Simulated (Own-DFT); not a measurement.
# One host, several defects: D0_22 TiAl3

The numbers are computed, not measured, by runs of the plane-wave DFT program Own-DFT (in-house, retired, unreviewed) at fixed positions, with no spin and no spin-orbit coupling.

Settings: PBE; PseudoDojo norm-conserving scalar-relativistic files; cutoff 42 hartree; 4 x 4 x 4 k mesh centred on Gamma; cold (Marzari-Vanderbilt) smearing of 0.2 eV.

Keep in mind: forces on such cells failed a check on a denser k mesh; stress not checked against mesh or cutoff.

All runs share one cell, with vectors in Å (-2.365, -6.981, 4.326); (-7.667, 3.491, 1.442); (-2.950, -3.488, -7.241) and a volume of 625.4 Å³. Atoms were moved at random from their sites; u is the rms move along one axis. The defect's site can differ from row to row.

| cell | formula | u (Å) | P (GPa) |
|---|---|---|---|
| no defect | Al30Ti10 | 0.0169 | 1.94 |
| no defect | Al30Ti10 | 0.0210 | 1.98 |
| no defect | Al30Ti10 | 0.0502 | 2.65 |
| two Ti on an Al site each | Al28Ti12 | 0.0300 | 3.34 |
| two Ti on an Al site each | Al28Ti12 | 0.0332 | ? |
| two Ti on an Al site each | Al28Ti12 | 0.0446 | 3.63 |
| two Ti on an Al site each | Al28Ti12 | 0.0467 | 3.77 |
| two Al vacancies | Al28Ti10 | 0.0289 | 1.12 |
| two Al vacancies | Al28Ti10 | 0.0478 | 1.65 |
| two Al vacancies | Al28Ti10 | 0.0559 | 1.81 |
| two Al on a Ti site each | Al32Ti8 | 0.0278 | 2.89 |
| two Al on a Ti site each | Al32Ti8 | 0.0457 | 3.27 |
| two Al on a Ti site each | Al32Ti8 | 0.0526 | 3.51 |

## What the rows give

P = P0 + c u² + a shift for each defect gives P0 = 1.86 GPa, c = 312 ± 13 GPa/Å² and a scatter of 0.04 GPa. The shifts, and each times the cell's volume:

- two Ti on an Al site each: 1.20 ± 0.03 GPa, 4.7 eV (2.3 eV for each of its 2 sites)
- two Al on a Ti site each: 0.78 ± 0.03 GPa, 3.1 eV (1.5 eV for each of its 2 sites)
- two Al vacancies: -0.98 ± 0.03 GPa, -3.8 eV (-1.9 eV for each of its 2 sites)

A positive shift means that the defect pushes the cell outwards. Shift times volume (160.2 GPa Å³ is 1 eV) depends little on the cell's size, so, taken for each site, it can be compared between cells at like pressure. The atoms around the defects weren't relaxed, which would change these numbers.

## Prediction

Asked: what pressure belongs in the blank (two Ti on an Al site each, u = 0.0332 Å)?

Estimate: 3.40 ± 0.04 GPa. The hidden result is 3.44 GPa.
